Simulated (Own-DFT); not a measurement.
# Point defects and the pressure they add: L1_0 TiAl

No measurement is shown. These are fixed-geometry runs of a retired plane-wave code named Own-DFT, which no person has reviewed; spin and spin-orbit coupling are neglected.

Settings: PBE; PseudoDojo norm-conserving scalar-relativistic files; cutoff 42 hartree; 4 x 4 x 4 k mesh centred on Gamma; cold (Marzari-Vanderbilt) smearing of 0.2 eV.

Keep in mind: forces on such cells failed a check on a denser k mesh; stress not checked against mesh or cutoff.

All runs share one cell, with vectors in Å (5.622, 5.622, 0.000); (-5.622, 5.622, 0.000); (0.000, 0.000, 8.133) and a volume of 514.0 Å³. The atoms are randomly displaced, by u rms on each axis. The defect's site can differ from row to row.

```
            cell   formula   u (Å)  P (GPa)
       no defect  Al16Ti16  0.0198     1.18
       no defect  Al16Ti16  0.0431     1.56
       no defect  Al16Ti16  0.0438     1.61
  one Ti vacancy  Al16Ti15  0.0287     0.48
  one Ti vacancy  Al16Ti15  0.0307     0.53
  one Ti vacancy  Al16Ti15  0.0347     0.61
two Al vacancies  Al14Ti16  0.0277    -0.64
two Al vacancies  Al14Ti16  0.0301    -0.58
two Al vacancies  Al14Ti16  0.0517        ?
two Al vacancies  Al14Ti16  0.0559     0.13
```

## Fit

P = P0 + c u² + a shift for each defect gives P0 = 1.02 GPa, c = 309 ± 13 GPa/Å² and a scatter of 0.03 GPa. The shifts, and each times the cell's volume:

- one Ti vacancy: -0.79 ± 0.02 GPa, -2.5 eV
- two Al vacancies: -1.88 ± 0.02 GPa, -6.0 eV (-3.0 eV for each of its 2 sites)

A positive shift means that the defect pushes the cell outwards. Shift times volume (160.2 GPa Å³ is 1 eV) depends little on the cell's size, so, taken for each site, it can be compared between cells at like pressure. The atoms around the defects weren't relaxed, which would change these numbers.

## Withheld run

Asked: what pressure belongs in the blank (two Al vacancies, u = 0.0517 Å)?

The fitted form gives -0.03 ± 0.04 GPa. The hidden result is -0.48 GPa. The miss is larger than the scatter suggests: chance, or a term that the fit lacks.
